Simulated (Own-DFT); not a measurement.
# Which defects push the lattice out? zincblende GaAs

Everything here is calculated. The program is Own-DFT (plane waves, in-house, since retired, never reviewed by a person); positions were held fixed, and spin and spin-orbit coupling were off.

Common settings: PBE; PseudoDojo norm-conserving scalar-relativistic files; cutoff 42 hartree; 3 x 3 x 3 k mesh centred on Gamma; Fermi-Dirac smearing of 0.1 eV.

Known weak points (not all hold for every row): not probed for a lower state with spin; forces on such cells failed a check on a denser k mesh; forces not confirmed at this smearing and k mesh; stress not checked against mesh or cutoff.

All runs share one cell, with vectors in Å (11.307, 0.000, 0.000); (0.000, 11.307, 0.000); (0.000, 0.000, 11.307) and a volume of 1445.4 Å³. Atoms were moved at random from their sites; u is the rms move along one axis. The defect's site can differ from row to row.

| cell | formula | u (Å) | P (GPa) |
|---|---|---|---|
| no defect | As32Ga32 | 0.0186 | 3.50 |
| no defect | As32Ga32 | 0.0495 | 3.97 |
| no defect | As32Ga32 | 0.0502 | 4.04 |
| one As on a Ga site and one Ga on an As site | As32Ga32 | 0.0288 | 3.88 |
| one As on a Ga site and one Ga on an As site | As32Ga32 | 0.0292 | 3.89 |
| one As on a Ga site and one Ga on an As site | As32Ga32 | 0.0491 | 4.39 |
| two Ga vacancies | As32Ga30 | 0.0294 | 2.84 |
| two Ga vacancies | As32Ga30 | 0.0305 | 2.93 |
| two Ga vacancies | As32Ga30 | 0.0306 | 2.98 |
| two As on a Ga site each | As34Ga30 | 0.0288 | 4.79 |
| two As on a Ga site each | As34Ga30 | 0.0302 | 4.74 |
| two As on a Ga site each | As34Ga30 | 0.0323 | 4.78 |
| one P on an As site | As31Ga32P | 0.0281 | 3.36 |
| one P on an As site | As31Ga32P | 0.0297 | 3.33 |
| one P on an As site | As31Ga32P | 0.0308 | ? |
| one P on an As site | As31Ga32P | 0.0324 | 3.36 |

## Working it out

P = P0 + c u² + a shift for each defect gives P0 = 3.37 GPa, c = 264 ± 23 GPa/Å² and a scatter of 0.05 GPa. The shifts, and each times the cell's volume:

- two As on a Ga site each: 1.16 ± 0.04 GPa, 10.5 eV (5.2 eV for each of its 2 sites)
- one As on a Ga site and one Ga on an As site: 0.33 ± 0.04 GPa, 2.9 eV
- one P on an As site: -0.26 ± 0.04 GPa, -2.3 eV
- two Ga vacancies: -0.69 ± 0.04 GPa, -6.2 eV (-3.1 eV for each of its 2 sites)

A positive shift means that the defect pushes the cell outwards. Shift times volume (160.2 GPa Å³ is 1 eV) depends little on the cell's size, so, taken for each site, it can be compared between cells at like pressure. The atoms around the defects weren't relaxed, which would change these numbers.

## The run left out

Asked: what pressure belongs in the blank (one P on an As site, u = 0.0308 Å)?

The fitted form gives 3.36 ± 0.06 GPa. The run itself gave 3.36 GPa.
